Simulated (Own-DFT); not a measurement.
## Calculated data, Si23O48 (quartz with one vacancy, atoms displaced)

All values are calculated (Own-DFT development build). A calculation, not a measurement: plane-wave PBE density functional theory by an unreviewed code, no spin, of a simulated periodic cell, stress positive in tension, free energy of the whole cell less one offset for each atom, some atoms lie very close together, defect cell not probed for a lower state with spin; oxygen file: force components 24 meV/angstrom off all-electron in one glass; forces on such cells passed a denser k mesh, this cell's mesh not checked; offsets are fitted by least squares, one for each functional and potential file, so energies compare only between cells with the same atoms and settings and are not formation energies; the far tail of each file's local potential was reset to the Coulomb form; each entry is a single point on an unrelaxed cell, so the pressure reflects the starting lattice, mostly measured values (interpolated for alloys), from which strain is counted, and rises with the displacements; printed positions are rounded, which can move forces by about a meV/angstrom; the program, named Own-DFT, is a retired in-house code; no spin-orbit coupling; before rounding, a Quantum ESPRESSO 7.3.1 run of the same cell and cutoff gave forces within 1 meV/angstrom rms on each cell, which checks the program and not the settings.

Settings shared by all entries: functional PBE; potential files PseudoDojo norm-conserving, scalar-relativistic, standard set; wave cutoff 72 hartree; occupations Fermi-Dirac; smearing width 0.1 eV; k mesh 3 x 3 x 2 centred on Gamma.

(1) Si23O48 (quartz with one vacancy, atoms displaced)

```
CELL_PARAMETERS angstrom
9.82680 0.00000 0.00000
-4.91340 8.51030 0.00000
0.00000 0.00000 10.81040
ATOMIC_POSITIONS crystal
Si 0.24990 0.01152 0.00090
Si 0.99742 0.22062 0.34427
Si 0.25929 0.26215 0.18080
O 0.20467 0.14707 0.05950
O 0.43241 0.29468 0.23102
O 0.37186 0.07145 0.37483
O 0.06996 0.35395 0.43939
O 0.13338 0.19845 0.28085
O 0.28603 0.42510 0.10877
Si 0.22129 0.00615 0.50397
Si 0.99307 0.21262 0.82424
Si 0.27946 0.28440 0.67361
O 0.23014 0.14810 0.56603
O 0.44065 0.29565 0.71920
O 0.37236 0.08104 0.89841
O 0.07867 0.37858 0.93612
O 0.14670 0.21069 0.77152
O 0.29375 0.42125 0.60859
Si 0.00384 0.73305 0.32293
Si 0.25348 0.77554 0.15269
O 0.20206 0.62019 0.07459
O 0.42438 0.78745 0.23471
O 0.36434 0.56228 0.38766
O 0.07890 0.87157 0.44090
O 0.14881 0.70398 0.26851
O 0.28278 0.92659 0.10709
Si 0.23186 0.49496 0.50760
Si 0.00685 0.73616 0.82132
Si 0.25748 0.75584 0.66410
O 0.20385 0.62953 0.57204
O 0.42164 0.79741 0.73621
O 0.38676 0.58224 0.89671
O 0.07235 0.86160 0.94774
O 0.12127 0.69978 0.77130
O 0.31875 0.93128 0.60203
Si 0.72603 0.99927 0.00091
Si 0.49997 0.23182 0.32767
Si 0.74458 0.26537 0.17446
O 0.70837 0.11953 0.05630
O 0.92085 0.27998 0.22415
O 0.85546 0.06001 0.40172
O 0.55588 0.37197 0.43330
O 0.64648 0.21775 0.27305
O 0.79170 0.42667 0.10679
Si 0.71958 0.99656 0.50473
Si 0.50572 0.24664 0.82514
Si 0.76669 0.25491 0.67665
O 0.70975 0.14453 0.55859
O 0.92052 0.28809 0.71856
O 0.86169 0.07399 0.91017
O 0.57268 0.35285 0.94389
O 0.65201 0.20978 0.76703
O 0.79494 0.43487 0.58405
Si 0.71661 0.50325 0.99507
Si 0.50536 0.72820 0.32829
Si 0.75413 0.76513 0.16916
O 0.69800 0.63280 0.06321
O 0.92299 0.78987 0.21765
O 0.88606 0.57300 0.40046
O 0.58285 0.87885 0.43359
O 0.62264 0.69928 0.28501
O 0.79532 0.93415 0.09902
Si 0.73864 0.49449 0.50323
Si 0.49903 0.73283 0.83854
Si 0.77067 0.76362 0.65668
O 0.71210 0.64228 0.55798
O 0.90976 0.78283 0.71375
O 0.86192 0.55685 0.89291
O 0.58075 0.87451 0.94117
O 0.64615 0.72586 0.78468
O 0.78971 0.92752 0.60927
```

| Quantity | Value |
| --- | --- |
| free energy of cell above offsets | 13.581 eV |
| pressure | 15.34 GPa |
| stress xx | -17.27 GPa |
| stress yy | -12.8 GPa |
| stress zz | -15.95 GPa |
| stress yz | 1.51 GPa |
| stress xz | 2.02 GPa |
| stress xy | 0.04 GPa |

Force:
```csv
element,x (eV/Å),y (eV/Å),z (eV/Å)
Si,-7.171,-0.01,-0.291
Si,-3.38,-1.42,-4.63
Si,2.167,2.553,-4.131
O,2.028,-2.158,-0.673
O,-3.284,1.071,-4.111
O,-2.729,-3.727,3.469
O,0.885,3.775,3.927
O,-1.506,-1.821,2.943
O,0.202,-0.303,0.512
Si,8.62,-0.865,-1.518
Si,-1.126,3.717,3.498
Si,3.436,-5.733,0.38
O,-2.085,1.985,1.098
O,-1.849,1.832,-2.274
O,2.406,2.043,-3.656
O,0.226,-2.226,-1.856
O,-1.916,-1.622,1.832
O,-2.081,5.856,-2.217
Si,0.624,-0.604,1.705
Si,7.992,-7.021,3.598
O,0.095,-0.347,-1.815
O,-2.5,1.379,-3.023
O,-1.331,-0.368,2.694
O,-2.174,-3.007,-2.491
O,-5.055,-0.107,3.667
O,-0.442,6.197,-0.521
Si,-0.039,0.72,-4.487
Si,-9.764,0.292,6.69
Si,1.25,7.175,4.958
O,0.919,-6.269,-5.425
O,-0.446,-0.534,-0.538
O,-1.828,-6.61,2.641
O,0.804,0.249,-2.079
O,7.187,-1.094,-3.858
O,-3.132,0.058,-0.952
Si,4.284,-4.558,-0.176
Si,1.344,1.909,3.646
Si,15.14,3.735,-15.39
O,-8.575,10.67,7.164
O,-0.225,-0.615,1.329
O,1.875,1.341,-1.191
O,2.78,1.285,1.203
O,-10.2,-5.596,13.53
O,-2.05,0.968,-1.134
Si,3.35,3.279,2.522
Si,4.522,-4.264,3.38
Si,0.4,4.673,-13.58
O,-0.197,-1.238,-0.94
O,9.493,0.823,3.476
O,4.75,3.056,-6.297
O,-1.785,-0.529,-0.528
O,-12.34,-2.88,10.91
O,14.67,-11.53,17.93
Si,6.279,0.392,1.39
Si,-13.01,2.464,6.331
Si,0.089,1.904,-0.738
O,-1.463,0.439,0.163
O,0.462,-0.107,1.048
O,-0.844,1.054,-1.375
O,-3.845,-5.84,-2.916
O,13.62,-1.365,-6.137
O,2.662,-4.188,4.383
Si,-15.38,8.583,-16.16
Si,0.557,6.018,-1.896
Si,-10.75,2.141,1.71
O,0.166,-5.208,-4.8
O,12.03,1.486,6.255
O,-0.804,2.586,-1.152
O,-3.707,-4.307,-2.658
O,2.199,-0.451,-2.495
O,-0.483,0.813,0.136
```

(2) Si23O48 (quartz with one vacancy, atoms displaced)

```
CELL_PARAMETERS angstrom
9.82680 0.00000 0.00000
-4.91340 8.51030 0.00000
0.00000 0.00000 10.81040
ATOMIC_POSITIONS crystal
Si 0.23198 0.01310 0.98368
Si 0.99981 0.23319 0.33354
Si 0.28400 0.27462 0.16454
O 0.19965 0.12172 0.05206
O 0.42235 0.29476 0.22433
O 0.37999 0.07785 0.39519
O 0.07089 0.35710 0.44226
O 0.11458 0.19962 0.26904
O 0.29741 0.42687 0.11630
Si 0.24294 0.02054 0.49984
Si 0.00487 0.23063 0.84196
Si 0.26989 0.28340 0.66511
O 0.20294 0.13448 0.56571
O 0.42587 0.31277 0.72699
O 0.38212 0.09461 0.88748
O 0.08345 0.37582 0.93356
O 0.15627 0.21600 0.76786
O 0.29860 0.42913 0.60707
Si 0.22680 0.49380 0.00975
Si 0.00071 0.72965 0.33007
Si 0.27482 0.76763 0.16677
O 0.19632 0.61596 0.06509
O 0.42332 0.78336 0.22312
O 0.37847 0.58246 0.39851
O 0.07155 0.86837 0.43878
O 0.12969 0.70553 0.26413
O 0.28418 0.92118 0.09780
Si 0.22071 0.50474 0.50979
Si 0.00195 0.73607 0.83212
Si 0.27994 0.76132 0.66679
O 0.21282 0.64076 0.55776
O 0.42640 0.79069 0.72680
O 0.35920 0.58252 0.89394
O 0.08677 0.87360 0.93748
O 0.11995 0.69196 0.77154
O 0.29917 0.94140 0.60923
Si 0.49286 0.22749 0.33732
Si 0.75314 0.27008 0.15473
O 0.70393 0.12945 0.04683
O 0.93361 0.30744 0.22828
O 0.86668 0.07758 0.37376
O 0.57274 0.37162 0.45519
O 0.64362 0.21452 0.25892
O 0.79015 0.43045 0.11170
Si 0.74781 0.99311 0.48585
Si 0.49567 0.22562 0.83035
Si 0.75923 0.26102 0.66482
O 0.72128 0.13017 0.57331
O 0.93659 0.29744 0.73069
O 0.87002 0.08679 0.90000
O 0.56652 0.36751 0.94322
O 0.64404 0.21984 0.77409
O 0.78472 0.41803 0.59330
Si 0.74581 0.50771 0.00071
Si 0.48542 0.72155 0.31545
Si 0.75099 0.76102 0.17070
O 0.70873 0.62370 0.06970
O 0.94104 0.79722 0.23273
O 0.88026 0.57520 0.38366
O 0.58498 0.86897 0.43769
O 0.63958 0.71056 0.27173
O 0.80482 0.93293 0.10864
Si 0.73086 0.49123 0.49660
Si 0.49096 0.72927 0.82455
Si 0.75897 0.75041 0.66741
O 0.69299 0.63725 0.56558
O 0.92963 0.78504 0.73826
O 0.86396 0.57070 0.89261
O 0.58809 0.85850 0.94224
O 0.63204 0.70221 0.76378
O 0.80773 0.93649 0.60261
```

| Item | Value |
| --- | --- |
| free energy of cell above offsets | 10.746 eV |
| pressure | 15.62 GPa |
| stress xx | -14.13 GPa |
| stress yy | -18.43 GPa |
| stress zz | -14.31 GPa |
| stress yz | 4.78 GPa |
| stress xz | 0.31 GPa |
| stress xy | -1.05 GPa |

Force:
```csv
element,x (eV/Å),y (eV/Å),z (eV/Å)
Si,8.06,-2.671,0.988
Si,-2.685,4.434,-2.664
Si,-11.05,-7.185,-3.161
O,-3.964,7.916,5.365
O,9.7,0.348,6.035
O,-1.697,-4.79,1.945
O,0.264,2.662,2.458
O,8.078,0.351,-4.023
O,-1.156,2.981,-2.017
Si,-0.281,-6.196,0.357
Si,1.964,2.921,-4.838
Si,4.779,-5.485,-0.93
O,-1.13,2.329,-0.271
O,4.797,-0.697,1.521
O,-6.49,-15.12,7.466
O,-0.756,-1.183,0.374
O,-6.96,-2.659,6.887
O,-4.255,7.875,-4.492
Si,4.032,-0.232,-2.15
Si,2.311,4.561,1.689
Si,-7.178,-0.443,-4.296
O,-2.268,4.508,2.974
O,-1.082,3.23,-3.845
O,-2.789,-3.574,2.305
O,1.742,1.587,0.794
O,3.088,-0.108,-0.002
O,1.173,0.266,-0.099
Si,6.648,-6.207,-4.87
Si,3.732,-2.11,5.578
Si,-11.19,3.398,-0.624
O,-3.152,3.079,0.826
O,2.246,2.635,-1.195
O,-0.442,-1.928,1.197
O,-2.957,-4.635,-3.105
O,4.627,0.662,-2.392
O,1.593,-2.403,0.865
Si,4.297,7.849,-3.702
Si,9.273,-2.329,-3.209
O,-0.164,1.124,0.662
O,-2.015,-0.118,-1.212
O,-2.042,-4.796,2.413
O,-4.811,-6.723,-5.72
O,-7.93,-2.854,8.221
O,-0.23,3.695,-1.32
Si,-0.641,2.262,3.328
Si,4.047,17.64,-7.01
Si,4.111,2.661,1.394
O,0.721,-3.511,-4.304
O,-1.397,0.06,-0.834
O,-1.417,-4.175,1.945
O,1.483,0.382,-0.147
O,-1.836,-0.875,1.475
O,3.049,-0.977,3.375
Si,-2.848,-3.744,-0.989
Si,7.282,1.566,8.293
Si,8.817,3.966,-6.352
O,-1.915,2.161,0.97
O,-6.233,1.008,-4.692
O,-3.825,-6.297,4.624
O,-2.489,-3.126,-3.015
O,-5.886,-3.113,6.023
O,-0.166,-0.265,0.121
Si,1.806,8.97,-0.792
Si,6.712,0.562,5.457
Si,3.492,8.904,1.729
O,2.806,-6.883,-7.156
O,-7.569,2.151,-7.028
O,1.691,1.281,-1.248
O,-0.821,-0.958,-1.021
O,-4.371,-1.058,3.877
O,1.674,-2.561,1.196
```

(3) Si23O48 (quartz with one vacancy, atoms displaced)

```
CELL_PARAMETERS angstrom
9.82680 0.00000 0.00000
-4.91340 8.51030 0.00000
0.00000 0.00000 10.81040
ATOMIC_POSITIONS crystal
Si 0.24944 0.99202 0.01410
Si 0.00406 0.23689 0.33689
Si 0.27926 0.29128 0.17063
O 0.21295 0.14082 0.06240
O 0.41220 0.27900 0.23054
O 0.35769 0.08587 0.38786
O 0.07071 0.35726 0.43956
O 0.13551 0.23634 0.27425
O 0.29489 0.43942 0.09752
Si 0.22727 0.99047 0.51027
Si 0.99718 0.22544 0.83434
Si 0.24256 0.26675 0.67343
O 0.20049 0.13935 0.55880
O 0.42519 0.30406 0.72617
O 0.35637 0.05422 0.89020
O 0.07308 0.37128 0.94664
O 0.13524 0.19248 0.78481
O 0.27787 0.42753 0.60259
Si 0.22944 0.49290 0.00678
Si 0.01477 0.74644 0.33778
Si 0.28471 0.78248 0.17925
O 0.21231 0.63054 0.06629
O 0.43768 0.79796 0.23599
O 0.37387 0.57086 0.39962
O 0.06492 0.85319 0.44836
O 0.14128 0.70549 0.27256
O 0.28950 0.92990 0.11012
Si 0.24099 0.47737 0.48681
Si 0.99708 0.73098 0.83730
Si 0.26643 0.75993 0.66621
O 0.21353 0.64495 0.55572
O 0.42337 0.78562 0.72387
O 0.37948 0.57433 0.88728
O 0.05589 0.85149 0.93471
O 0.13207 0.70153 0.78462
O 0.29276 0.93128 0.59855
Si 0.71716 0.98892 0.00172
Si 0.50641 0.23940 0.32731
Si 0.77200 0.27809 0.15646
O 0.70461 0.12733 0.05907
O 0.92472 0.29897 0.21502
O 0.85318 0.07115 0.38561
O 0.57634 0.37915 0.45257
O 0.62737 0.20922 0.27840
O 0.78939 0.40980 0.10960
Si 0.74427 0.01615 0.49364
Si 0.50453 0.24124 0.82975
Si 0.77416 0.26775 0.67548
O 0.70448 0.13643 0.56231
O 0.93126 0.30044 0.71632
O 0.88242 0.08960 0.89164
O 0.57617 0.37457 0.94520
O 0.63903 0.20319 0.77011
O 0.80890 0.43461 0.61626
Si 0.71856 0.48219 0.00391
Si 0.50820 0.73282 0.32852
O 0.70501 0.62259 0.05300
O 0.92477 0.79447 0.22848
O 0.87544 0.59672 0.38333
O 0.57172 0.87533 0.43844
O 0.64918 0.70175 0.28529
O 0.78753 0.91542 0.10751
Si 0.73294 0.51140 0.49554
Si 0.50864 0.74808 0.84041
Si 0.76868 0.77346 0.67260
O 0.68430 0.62021 0.55273
O 0.93166 0.79581 0.72618
O 0.86407 0.56692 0.88597
O 0.57419 0.86878 0.94419
O 0.65032 0.71752 0.77528
O 0.79794 0.93152 0.59351
```

| Quantity | Value |
| --- | --- |
| free energy of cell above offsets | 13.335 eV |
| pressure | 14.75 GPa |
| stress xx | -15.83 GPa |
| stress yy | -14.3 GPa |
| stress zz | -14.13 GPa |
| stress yz | 2.62 GPa |
| stress xz | -5.48 GPa |
| stress xy | -0.35 GPa |

Force:
```csv
element,x (eV/Å),y (eV/Å),z (eV/Å)
Si,-14.26,7.861,-14.86
Si,-8.623,-2.805,-3.029
Si,-3.169,-4.62,-2.631
O,1.108,-0.149,0.41
O,1.976,2.516,-0.309
O,-0.661,-1.977,1.861
O,-1.055,2.344,2.889
O,7.586,-0.157,-4.021
O,8.543,-4.226,9.04
Si,-5.577,6.819,-7.817
Si,2.779,12.41,-4.29
Si,6.203,0.242,-3.435
O,0.002,-0.662,0.425
O,-0.213,-0.665,0.659
O,1.672,2.855,-0.794
O,-1.401,-3.083,-3.05
O,-2.557,-0.216,2.003
O,3.582,-3.287,7.409
Si,-4.342,7.015,-9.668
Si,0.192,-0.048,-5.871
Si,-1.115,-4.57,-2.916
O,-0.907,3.828,1.915
O,-1.471,1.572,-2.843
O,2.535,2.068,-4.059
O,0.588,4.302,3.877
O,-0.72,0.596,1.239
O,9.509,-6.469,12.84
Si,-7.315,4.878,-0.659
Si,-0.044,-2.892,-4.319
Si,-3.095,0.824,1.069
O,1.023,-3.477,-2.891
O,2.569,1.326,1.765
O,-1.498,-0.672,1.86
O,2.452,7.168,7.286
O,2.555,0.665,-2.522
O,6.676,-4.612,7.896
Si,9.271,5.74,3.672
Si,-5.599,1.076,7.25
Si,6.536,-20.68,10.18
O,-1.998,1.894,0.794
O,3.59,-0.496,3.4
O,3.993,3.415,-4.635
O,-2.081,-5.83,-4.795
O,7.604,-0.32,-4.585
O,-9.493,19.24,-10.18
Si,-4.416,-4.033,3.475
Si,-1.53,-2.066,-0.185
Si,-4.18,0.786,-6.223
O,0.141,0.596,0.223
O,8.315,-0.269,4.451
O,-6.844,-12.72,6.936
O,-6.546,-9.931,-6.257
O,-3.959,-0.746,3.859
O,-2.089,1.542,-2.406
Si,9.621,8.752,2.462
Si,3.533,0.666,4.887
O,-1.64,2.309,1.655
O,1.01,0.445,-0.051
O,-2.819,-6.489,3.205
O,0.524,-0.801,-0.578
O,-0.509,-0.333,-0.31
O,-0.928,0.666,-0.781
Si,7.169,-0.201,0.836
Si,0.116,-5.723,-4.891
Si,2.609,0.473,-6.387
O,-2.221,6.075,4.617
O,-0.371,0.115,-1.216
O,-1.915,-3.352,2.42
O,-4.754,-2.814,-1.636
O,-4.965,-0.483,4.38
O,1.303,-1.204,1.946
```

(4) Si23O48 (quartz with one vacancy, atoms displaced)

```
CELL_PARAMETERS angstrom
9.82680 0.00000 0.00000
-4.91340 8.51030 0.00000
0.00000 0.00000 10.81040
ATOMIC_POSITIONS crystal
Si 0.23244 0.00154 0.00301
Si 0.00996 0.24681 0.34511
Si 0.25978 0.25578 0.15847
O 0.20291 0.13302 0.05479
O 0.42485 0.27295 0.22858
O 0.38256 0.08345 0.39298
O 0.08857 0.37317 0.43170
O 0.13989 0.20614 0.28555
O 0.29100 0.43503 0.12054
Si 0.21565 0.00419 0.48873
Si 0.00939 0.25056 0.82913
Si 0.26248 0.26224 0.67394
O 0.21177 0.13592 0.56482
O 0.43843 0.30093 0.72987
O 0.36001 0.06214 0.88598
O 0.06952 0.37955 0.93993
O 0.13262 0.21861 0.76080
O 0.28678 0.41715 0.61072
Si 0.23252 0.49109 0.00468
Si 0.98829 0.73177 0.34445
Si 0.26734 0.76642 0.16480
O 0.19569 0.62876 0.06218
O 0.43258 0.81252 0.21403
O 0.36561 0.56329 0.39780
O 0.08661 0.84868 0.44387
O 0.14694 0.71873 0.27025
O 0.29594 0.91578 0.09783
Si 0.23403 0.49511 0.49280
Si 0.00275 0.73849 0.84204
Si 0.27203 0.76120 0.66185
O 0.22112 0.65044 0.55261
O 0.42346 0.79903 0.71061
O 0.35488 0.57132 0.90615
O 0.07351 0.86213 0.94313
O 0.13147 0.69630 0.78113
O 0.29960 0.92739 0.60954
Si 0.72364 0.98496 0.98499
Si 0.48957 0.22630 0.32427
O 0.71504 0.13495 0.04858
O 0.92279 0.31162 0.23439
O 0.87748 0.09264 0.40033
O 0.58413 0.36331 0.44411
O 0.62317 0.20392 0.27840
O 0.78159 0.42306 0.11170
Si 0.73611 0.99875 0.49581
Si 0.50156 0.22618 0.83374
Si 0.75472 0.26340 0.66669
O 0.71320 0.13881 0.55718
O 0.90684 0.27263 0.71669
O 0.85102 0.07687 0.89031
O 0.57592 0.37233 0.94948
O 0.61460 0.19977 0.78951
O 0.78627 0.42624 0.61299
Si 0.73757 0.49703 0.99115
Si 0.49310 0.74075 0.32951
Si 0.76151 0.75826 0.17567
O 0.70557 0.63409 0.07632
O 0.92734 0.79761 0.23921
O 0.85261 0.56543 0.39504
O 0.56314 0.86299 0.44525
O 0.63198 0.71762 0.28080
O 0.80092 0.92903 0.10065
Si 0.74177 0.50106 0.49130
Si 0.49705 0.73373 0.83999
Si 0.76486 0.74869 0.67761
O 0.69522 0.63350 0.55665
O 0.93683 0.80175 0.72938
O 0.85522 0.56560 0.90135
O 0.59336 0.86485 0.93890
O 0.65150 0.70458 0.76422
O 0.78162 0.91405 0.61412
```

| Property | Result |
| --- | --- |
| free energy of cell above offsets | 14.085 eV |
| pressure | 16.23 GPa |
| stress xx | -17.34 GPa |
| stress yy | -15.57 GPa |
| stress zz | -15.78 GPa |
| stress yz | -3.27 GPa |
| stress xz | 4.12 GPa |
| stress xy | -8.64 GPa |

Force:
```csv
element,x (eV/Å),y (eV/Å),z (eV/Å)
Si,3.97,-2.753,-2.045
Si,-2.418,-4.688,-10.37
Si,0.114,3.728,6.449
O,-1.222,-0.287,-1.284
O,-10.56,3.839,-10.69
O,-5.38,-7.954,5.258
O,-2.664,3.295,4.76
O,1.1,-0.037,-2.016
O,1.68,-2.72,0.494
Si,9.35,2.478,3.342
Si,-4.763,-2.825,0.69
Si,7.345,2.602,-3.996
O,-1.485,-0.168,-0.57
O,-2.49,-0.441,-0.489
O,-1.531,-0.065,1.719
O,-0.095,-2.294,-1.512
O,-4.115,-2.654,5.813
O,-1.492,2.644,-2.057
Si,-5.202,1.943,4.436
Si,4.176,-2.999,-5.149
Si,-1.039,-2.784,-1.251
O,1.394,-1.34,-0.765
O,4.451,-0.828,2.909
O,2.694,3.629,-4.197
O,-2.492,-0.753,1.375
O,-4.757,-1.214,4.077
O,-2.556,4.766,-2.273
Si,1.7,4.47,7.325
Si,1.406,-3.823,-3.836
Si,-10.71,1.734,0.465
O,0.711,-5.886,-4.225
O,12.06,0.358,8.122
O,4.77,4.148,-5.392
O,-0.79,2.306,2.845
O,0.304,0.393,-0.848
O,-2.588,1.571,-1.807
Si,10.42,16.66,13.57
Si,6.793,4.369,8.188
O,-0.548,-0.454,0.417
O,2.035,-0.818,1.292
O,-0.362,-3.227,0.846
O,-2.336,-2.634,-2.349
O,5.521,-0.716,-2.127
O,0.213,0.412,0.18
Si,-0.552,-1.18,3.343
Si,-16.66,4.442,7.725
Si,-2.072,-1.788,0.324
O,-0.892,-0.829,-0.389
O,3.645,1.39,2.69
O,4.61,4.076,-4.435
O,-3.654,-4.768,-3.163
O,19.43,-1.949,-9.208
O,-0.186,1.364,-0.295
Si,-5.713,-2.55,12.8
Si,-1.197,-0.406,1.139
Si,-1.014,4.997,0.308
O,1.171,-4.093,-4.265
O,-0.939,0.598,-0.456
O,7.588,5.543,-8.584
O,0.268,0.627,-0.655
O,0.915,-0.451,-0.204
O,0.022,-1.497,0.379
Si,-8.247,-3.741,11.46
Si,0.333,-1.98,-5.008
Si,9.116,6.622,-14.98
O,2.713,-1.407,-0.878
O,1.056,-0.515,0.687
O,7.961,7.569,-9.871
O,-11.93,-16.86,-8.163
O,-16.19,-5.508,16.1
O,-0.188,1.313,-1.735
```

(5) Si23O48 (quartz with one vacancy, atoms displaced)

```
CELL_PARAMETERS angstrom
9.82680 0.00000 0.00000
-4.91340 8.51030 0.00000
0.00000 0.00000 10.81040
ATOMIC_POSITIONS crystal
Si 0.23972 0.00462 0.99991
Si 0.99956 0.25118 0.33820
Si 0.27206 0.25990 0.16169
O 0.21696 0.12358 0.06028
O 0.43114 0.29563 0.22319
O 0.35660 0.06758 0.38414
O 0.07622 0.35048 0.44402
O 0.12372 0.18877 0.29155
O 0.30372 0.42727 0.11457
Si 0.23719 0.99906 0.50069
Si 0.00320 0.24226 0.83227
Si 0.26129 0.26598 0.66729
O 0.20184 0.13142 0.56736
O 0.42927 0.30442 0.71842
O 0.36120 0.08640 0.88078
O 0.06811 0.36894 0.93680
O 0.13819 0.21271 0.78087
O 0.29377 0.43695 0.60026
Si 0.22903 0.48392 0.99694
Si 0.01861 0.75197 0.32179
Si 0.25709 0.74681 0.17034
O 0.18405 0.62075 0.05284
O 0.44509 0.81446 0.21937
O 0.36866 0.56623 0.38555
O 0.08034 0.85469 0.44011
O 0.13642 0.70290 0.27131
O 0.28668 0.92128 0.09432
Si 0.22371 0.49128 0.50080
Si 0.99828 0.73214 0.82808
Si 0.27327 0.76230 0.66800
O 0.21096 0.62475 0.55568
O 0.42901 0.78775 0.72449
O 0.38515 0.58289 0.89629
O 0.07565 0.88402 0.93398
O 0.14216 0.72667 0.78708
O 0.28569 0.90446 0.61212
Si 0.73001 0.00269 0.99520
Si 0.49081 0.23378 0.34126
Si 0.75204 0.26057 0.16451
O 0.70641 0.13621 0.05050
O 0.93897 0.31296 0.23022
O 0.86654 0.08380 0.39775
O 0.58064 0.36251 0.44830
O 0.62857 0.20263 0.27303
O 0.78480 0.42885 0.11248
Si 0.74194 0.01102 0.50404
Si 0.50862 0.23711 0.83914
Si 0.75774 0.26609 0.66149
O 0.71281 0.13666 0.55685
O 0.94663 0.31207 0.73070
O 0.86370 0.07007 0.90083
O 0.59144 0.38230 0.94353
O 0.62914 0.20443 0.77830
O 0.78827 0.43355 0.60192
Si 0.74650 0.51469 0.00941
Si 0.49424 0.74923 0.33662
Si 0.77055 0.76195 0.16500
O 0.70083 0.63563 0.05946
O 0.92507 0.78922 0.22847
O 0.87846 0.59180 0.39127
O 0.56894 0.86100 0.42783
O 0.63008 0.70679 0.27596
O 0.80234 0.94497 0.11868
Si 0.51734 0.73030 0.82111
Si 0.76479 0.76063 0.65734
O 0.69813 0.62324 0.54803
O 0.91892 0.79853 0.73901
O 0.86826 0.57140 0.88756
O 0.55932 0.85911 0.94697
O 0.62357 0.70249 0.77156
O 0.79269 0.92017 0.60606
```

| Property | Result |
| --- | --- |
| free energy of cell above offsets | 5.281 eV |
| pressure | 10.64 GPa |
| stress xx | -12.26 GPa |
| stress yy | -10.41 GPa |
| stress zz | -9.26 GPa |
| stress yz | -4.43 GPa |
| stress xz | 1.04 GPa |
| stress xy | 3.57 GPa |

Force:
```csv
element,x (eV/Å),y (eV/Å),z (eV/Å)
Si,2.397,-5.1,-7.073
Si,1.59,-7.436,-6.198
Si,-3.31,-1.171,3.388
O,-5.378,6.96,4.033
O,1.589,-0.054,1.269
O,-0.521,-1.776,1.316
O,-0.752,4.16,5.731
O,1.528,1.586,-3.301
O,-1.941,0.524,-2.29
Si,-0.305,-0.599,2.154
Si,0.199,-4.205,1.234
Si,0.78,3.085,0.426
O,0.989,-2.78,-2.212
O,2.235,-0.443,2.182
O,-0.784,-2.554,2.047
O,-0.311,-0.087,1.399
O,0.316,-0.312,-0.155
O,3.453,-4.013,4.523
Si,2.39,5.357,1.095
Si,-1.33,-3.386,3.238
Si,3.928,3.993,-6.711
O,1.964,-0.496,1.218
O,-3.381,-1.19,-1.358
O,-2.19,0.584,0.606
O,0.13,2.727,1.861
O,-0.418,-1.148,2.078
O,3.364,-3.801,4.139
Si,3.721,1.46,-4.689
Si,-1.991,2.684,3.746
Si,-0.944,-6.325,2.377
O,-3.669,4.69,2.882
O,1.905,0.475,0.282
O,-2.314,-3.546,1.858
O,-0.73,-2.017,-0.745
O,5.605,-1.043,-3.454
O,-3.646,7.814,-5.079
Si,-0.105,-4.234,3.078
Si,2.75,2.23,-2.057
Si,2.842,1.033,0.486
O,-1.818,2.605,1.756
O,-3.305,-0.211,-2.339
O,-0.012,-0.224,-0.705
O,-0.422,-0.195,0.345
O,-1.229,-0.655,1.043
O,1.601,-0.391,1.707
Si,1.273,-5.695,-2.838
Si,-4.325,5.288,-0.72
Si,0.94,2.938,2.342
O,-2.645,1.701,1.824
O,-4.907,-0.372,-3.846
O,2.796,3.004,-4.094
O,-1.481,-2.798,-1.658
O,4.654,-0.564,-2.847
O,0.545,-0.767,0.407
Si,0.712,-1.283,-4.236
Si,1.711,-12.09,-9.384
Si,-5.566,3.463,2.163
O,-0.431,0.805,-0.477
O,-0.024,1.551,-2.324
O,-0.145,-0.882,0.089
O,2.732,12.3,12.45
O,0.813,0.693,-1.307
O,0.018,-1.967,-0.892
Si,-21.58,4.571,12.06
Si,0.915,-3.488,1.308
O,0.131,1.138,0.73
O,-1.393,0.235,-2.358
O,-0.593,-0.69,2.02
O,1.645,0.434,-1.624
O,21.42,-2.954,-10.6
O,-1.689,2.854,-1.322
```
